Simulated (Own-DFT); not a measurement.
# Computed records: HfO₂ (monoclinic hafnia, atoms displaced)

A calculation, not a measurement: plane-wave density functional theory by an unreviewed code, no spin, of a simulated periodic cell, stress positive in tension, run twice, with PBE and with PBEsol, both on files made for PBE, so the change isn't that of files made for PBEsol, hafnium file: forces about 75 meV/angstrom off all-electron values; oxygen file: force components 24 meV/angstrom off all-electron in one glass; forces on such cells passed a denser k mesh, this cell's mesh not checked; the far tail of each file's local potential was reset to the Coulomb form; each entry is a single point on an unrelaxed cell, so the pressure reflects the starting lattice, mostly measured values (interpolated for alloys), from which strain is counted, and rises with the displacements; printed positions are rounded, which can move forces by about a meV/angstrom; the program, named Own-DFT, is a retired in-house code; no spin-orbit coupling; stress was not checked against mesh or cutoff. Program: Own-DFT development build.

### HfO₂ (monoclinic hafnia, atoms displaced)

```cif
# cell vector a (Å): 10.2340 0.0000 0.0000
# cell vector b (Å): 0.0000 10.3500 0.0000
# cell vector c (Å): -1.6955 0.0000 10.4453
data_HfO2
_symmetry_space_group_name_H-M 'P 1'
_symmetry_Int_Tables_number 1
_cell_length_a 10.2340
_cell_length_b 10.3500
_cell_length_c 10.5820
_cell_angle_alpha 90.000
_cell_angle_beta 99.220
_cell_angle_gamma 90.000
_cell_volume 1106.39
loop_
_atom_site_label
_atom_site_type_symbol
_atom_site_fract_x
_atom_site_fract_y
_atom_site_fract_z
_atom_site_occupancy
Hf1 Hf 0.13651 0.01931 0.10476 1
Hf2 Hf 0.36315 0.27393 0.14452 1
Hf3 Hf 0.36143 0.47788 0.39538 1
Hf4 Hf 0.13717 0.23041 0.35497 1
O1 O 0.03815 0.16502 0.16989 1
O2 O 0.46289 0.41410 0.07566 1
O3 O 0.46106 0.33621 0.32518 1
O4 O 0.03668 0.08538 0.42222 1
O5 O 0.22378 0.38181 0.23691 1
O6 O 0.27516 0.12862 0.00861 1
O7 O 0.27710 0.12079 0.26237 1
O8 O 0.22694 0.37162 0.49057 1
Hf5 Hf 0.13847 0.02275 0.60433 1
Hf6 Hf 0.36223 0.26795 0.64799 1
Hf7 Hf 0.36077 0.48463 0.89393 1
Hf8 Hf 0.13359 0.22662 0.85672 1
O9 O 0.03851 0.16773 0.67175 1
O10 O 0.46631 0.41761 0.57918 1
O11 O 0.46171 0.33231 0.82685 1
O12 O 0.03810 0.08211 0.92296 1
O13 O 0.22564 0.37861 0.74090 1
O14 O 0.27586 0.12809 0.50836 1
O15 O 0.27905 0.12273 0.76056 1
O16 O 0.22366 0.37224 0.99097 1
Hf9 Hf 0.13896 0.51830 0.10727 1
Hf10 Hf 0.36169 0.77374 0.14658 1
Hf11 Hf 0.36267 0.98030 0.39871 1
Hf12 Hf 0.13579 0.72814 0.35138 1
O17 O 0.03882 0.66677 0.17814 1
O18 O 0.46358 0.91809 0.07611 1
O19 O 0.46164 0.83412 0.32514 1
O20 O 0.03778 0.58176 0.42527 1
O21 O 0.22447 0.87904 0.24283 1
O22 O 0.27514 0.62422 0.01070 1
O23 O 0.27548 0.62109 0.25893 1
O24 O 0.22511 0.86996 0.49057 1
Hf13 Hf 0.13791 0.51968 0.60481 1
Hf14 Hf 0.36238 0.76884 0.64729 1
Hf15 Hf 0.36317 0.98061 0.89322 1
Hf16 Hf 0.13623 0.73146 0.85354 1
O25 O 0.03591 0.66620 0.67251 1
O26 O 0.46408 0.91682 0.57803 1
O27 O 0.46516 0.83210 0.82486 1
O28 O 0.03930 0.58706 0.92424 1
O29 O 0.22131 0.87776 0.74228 1
O30 O 0.27312 0.63329 0.50953 1
O31 O 0.27492 0.62205 0.75992 1
O32 O 0.22471 0.87322 0.98883 1
Hf17 Hf 0.63367 0.02062 0.10306 1
Hf18 Hf 0.86220 0.27192 0.14668 1
Hf19 Hf 0.86532 0.48043 0.39758 1
Hf20 Hf 0.63602 0.23002 0.35550 1
O33 O 0.53609 0.16551 0.17214 1
O34 O 0.96263 0.41293 0.07405 1
O35 O 0.96372 0.33296 0.32453 1
O36 O 0.53876 0.08124 0.42010 1
O37 O 0.72556 0.37917 0.24177 1
O38 O 0.77548 0.12902 0.00770 1
O39 O 0.77463 0.11911 0.25739 1
O40 O 0.72624 0.37234 0.48698 1
Hf21 Hf 0.63863 0.02006 0.60368 1
Hf22 Hf 0.85979 0.27234 0.64344 1
Hf23 Hf 0.86242 0.47695 0.89642 1
Hf24 Hf 0.63918 0.22701 0.85298 1
O41 O 0.54003 0.16631 0.67270 1
O42 O 0.96356 0.41794 0.57668 1
O43 O 0.96538 0.33468 0.82636 1
O44 O 0.53796 0.08350 0.92499 1
O45 O 0.71920 0.37796 0.74110 1
O46 O 0.77819 0.13069 0.51063 1
O47 O 0.77826 0.12447 0.76193 1
O48 O 0.72328 0.36817 0.99044 1
Hf25 Hf 0.63891 0.51989 0.10233 1
Hf26 Hf 0.86252 0.77201 0.14239 1
Hf27 Hf 0.86267 0.98255 0.39316 1
Hf28 Hf 0.63916 0.72853 0.35593 1
O49 O 0.53808 0.66307 0.17486 1
O50 O 0.96257 0.91572 0.07527 1
O51 O 0.96353 0.83661 0.32808 1
O52 O 0.53728 0.58366 0.42252 1
O53 O 0.72544 0.88144 0.24148 1
O54 O 0.77566 0.62561 0.00930 1
O55 O 0.77801 0.62324 0.26166 1
O56 O 0.72442 0.87498 0.48497 1
Hf29 Hf 0.63674 0.52079 0.60647 1
Hf30 Hf 0.86163 0.76716 0.64602 1
Hf31 Hf 0.86225 0.98199 0.89547 1
Hf32 Hf 0.63401 0.73068 0.85414 1
O57 O 0.53871 0.66604 0.67118 1
O58 O 0.96464 0.91958 0.57861 1
O59 O 0.96104 0.83445 0.82813 1
O60 O 0.53810 0.58528 0.92559 1
O61 O 0.72843 0.87856 0.73975 1
O62 O 0.77359 0.63039 0.51004 1
O63 O 0.77398 0.62186 0.76244 1
O64 O 0.72540 0.87044 0.98987 1
```

| Item | Value |
| --- | --- |
| functional | PBE, then PBEsol |
| potential files | PseudoDojo norm-conserving, scalar-relativistic, standard set |
| wave cutoff | 72 hartree |
| occupations | Fermi-Dirac |
| smearing width | 0.1 eV |
| k mesh | 2 x 2 x 2 centred on Gamma |
| PBE pressure | 4.06 GPa |
| PBE stress xx | -4.11 GPa |
| PBE stress yy | -3.96 GPa |
| PBE stress zz | -4.1 GPa |
| PBE stress yz | 0.21 GPa |
| PBE stress xz | -0.23 GPa |
| PBE stress xy | -0.18 GPa |
| PBEsol pressure | -2.4 GPa |
| PBEsol stress xx | 2.36 GPa |
| PBEsol stress yy | 2.45 GPa |
| PBEsol stress zz | 2.38 GPa |
| PBEsol stress yz | 0.2 GPa |
| PBEsol stress xz | 0.13 GPa |
| PBEsol stress xy | -0.18 GPa |
| rms change of force components from PBE to PBEsol | 0.038 eV/Å |

Force:
```csv
force element,PBE force x (eV/Å),PBE force y (eV/Å),PBE force z (eV/Å),PBEsol force x (eV/Å),PBEsol force y (eV/Å),PBEsol force z (eV/Å)
Hf,0.783,0.032,0.29,0.767,0.084,0.254
Hf,-0.455,-0.837,-0.339,-0.447,-0.757,-0.309
Hf,0.212,0.986,0.265,0.206,0.912,0.275
Hf,0.533,-0.418,-0.417,0.524,-0.467,-0.43
O,-0.611,0.556,0.293,-0.584,0.549,0.334
O,0.756,0.62,-0.105,0.721,0.616,-0.143
O,0.721,-0.528,0.272,0.688,-0.525,0.214
O,-0.054,0.113,-0.036,-0.04,0.103,0.014
O,-0.166,-0.582,0.641,-0.096,-0.561,0.615
O,0.144,0.016,0.272,0.074,0.009,0.258
O,-0.084,0.206,-0.106,-0.15,0.2,-0.092
O,-0.288,-0.171,-0.159,-0.217,-0.162,-0.16
Hf,-0.18,-0.883,-0.194,-0.18,-0.817,-0.218
Hf,0.16,0.665,0.022,0.145,0.698,0.059
Hf,-0.147,-1.197,0.423,-0.163,-1.215,0.443
Hf,1.217,0.86,-0.278,1.191,0.793,-0.3
O,-0.587,0.457,0.092,-0.561,0.451,0.143
O,-0.314,-0.3,-0.146,-0.307,-0.275,-0.191
O,0.512,-0.012,0.207,0.49,-0.029,0.141
O,-0.664,-0.351,-0.122,-0.64,-0.348,-0.068
O,-0.253,0.202,-0.301,-0.177,0.2,-0.301
O,0.131,0.309,0.475,0.061,0.293,0.465
O,-0.117,-0.308,-0.034,-0.169,-0.295,-0.033
O,-0.168,-0.211,-0.346,-0.103,-0.197,-0.326
Hf,0.108,0.599,-0.886,0.136,0.628,-0.888
Hf,0.182,-0.772,0.104,0.172,-0.704,0.142
Hf,-0.357,-0.336,-0.597,-0.362,-0.374,-0.564
Hf,0.374,0.675,1.009,0.373,0.611,0.955
O,-0.774,-0.16,-0.965,-0.739,-0.136,-0.883
O,-0.093,-0.314,-0.062,-0.097,-0.285,-0.109
O,0.545,-0.174,0.207,0.517,-0.182,0.146
O,-0.248,-0.039,-0.293,-0.237,-0.058,-0.234
O,-0.17,0.079,-0.569,-0.098,0.068,-0.56
O,0.39,0.785,0.209,0.32,0.746,0.199
O,0.232,-0.118,0.297,0.156,-0.117,0.289
O,-0.068,0.325,0.149,0.006,0.325,0.145
Hf,0.427,0.178,0.164,0.418,0.227,0.131
Hf,-0.472,0.288,-0.887,-0.47,0.328,-0.846
Hf,-0.513,0.075,0.433,-0.516,0.033,0.455
Hf,-0.112,0.069,0.345,-0.109,0.022,0.31
O,-0.254,0.04,-0.001,-0.24,0.053,0.05
O,0.385,0.092,0.291,0.37,0.107,0.231
O,-0.324,0.431,0.322,-0.318,0.398,0.263
O,-1.141,-0.754,0.002,-1.099,-0.749,0.043
O,0.474,0.402,-0.398,0.526,0.384,-0.384
O,0.32,-0.691,0.201,0.244,-0.676,0.202
O,0.254,0.118,-0.049,0.19,0.12,-0.046
O,-0.005,-0.351,0.136,0.057,-0.334,0.13
Hf,1.1,-0.036,0.591,1.072,0.018,0.551
Hf,-0.503,-0.752,-0.301,-0.497,-0.681,-0.274
Hf,-0.68,0.174,-0.721,-0.67,0.12,-0.677
Hf,0.508,0,-0.617,0.509,-0.051,-0.631
O,-0.485,0.554,0.222,-0.462,0.55,0.263
O,0.587,0.499,0.243,0.556,0.499,0.191
O,0.371,0.132,0.384,0.355,0.111,0.322
O,-0.295,0.056,0.301,-0.279,0.048,0.348
O,-0.123,0.049,-0.319,-0.052,0.04,-0.314
O,0.196,-0.032,0.335,0.128,-0.036,0.315
O,0.033,0.616,0.328,-0.031,0.6,0.328
O,-0.307,-0.12,0.466,-0.23,-0.121,0.455
Hf,0.496,-0.412,-0.113,0.486,-0.358,-0.139
Hf,0.191,-0.268,0.294,0.176,-0.223,0.306
Hf,-0.04,0.69,-0.049,-0.05,0.626,-0.015
Hf,-0.268,0.661,0.511,-0.244,0.602,0.475
O,-0.61,0.053,-0.284,-0.584,0.062,-0.22
O,0.182,-0.153,0.312,0.169,-0.134,0.25
O,-0.16,-0.049,-0.127,-0.166,-0.067,-0.161
O,-0.599,-0.259,-0.679,-0.578,-0.272,-0.611
O,0.632,0.108,-0.274,0.678,0.097,-0.27
O,-0.199,0.133,0.049,-0.257,0.13,0.052
O,0.193,-0.269,-0.345,0.121,-0.254,-0.33
O,0.04,0.225,-0.134,0.109,0.226,-0.132
Hf,-0.069,-0.051,0.796,-0.062,0.006,0.749
Hf,-0.64,-0.32,0.824,-0.636,-0.26,0.833
Hf,-0.301,-0.506,0.294,-0.308,-0.548,0.305
Hf,0.018,0.323,-0.58,0.031,0.261,-0.591
O,-0.64,0.51,-0.262,-0.608,0.51,-0.208
O,0.604,0.274,0.2,0.579,0.281,0.146
O,0.499,-0.443,-0.299,0.478,-0.442,-0.344
O,-0.617,-0.349,0.119,-0.588,-0.35,0.166
O,-0.085,-0.369,-0.697,-0.014,-0.359,-0.678
O,0.283,0.326,0.337,0.208,0.31,0.331
O,0.183,-0.2,0.011,0.112,-0.19,0.019
O,-0.168,-0.266,0.577,-0.107,-0.253,0.555
Hf,0.355,-0.187,-0.51,0.339,-0.132,-0.521
Hf,0.219,1.012,-0.166,0.207,1.035,-0.127
Hf,-0.374,-0.39,-0.122,-0.374,-0.433,-0.095
Hf,1.41,-0.156,0.203,1.381,-0.204,0.171
O,-0.877,0.593,0.17,-0.846,0.586,0.219
O,-0.061,-0.27,0.101,-0.059,-0.247,0.046
O,0.747,-0.433,0.03,0.724,-0.435,-0.019
O,-0.736,-0.247,-0.511,-0.706,-0.253,-0.451
O,-0.684,0.381,-0.309,-0.602,0.368,-0.303
O,0.344,-0.146,0.271,0.273,-0.142,0.265
O,0.368,-0.261,-0.127,0.296,-0.246,-0.13
O,-0.284,-0.094,-0.249,-0.209,-0.09,-0.245
```
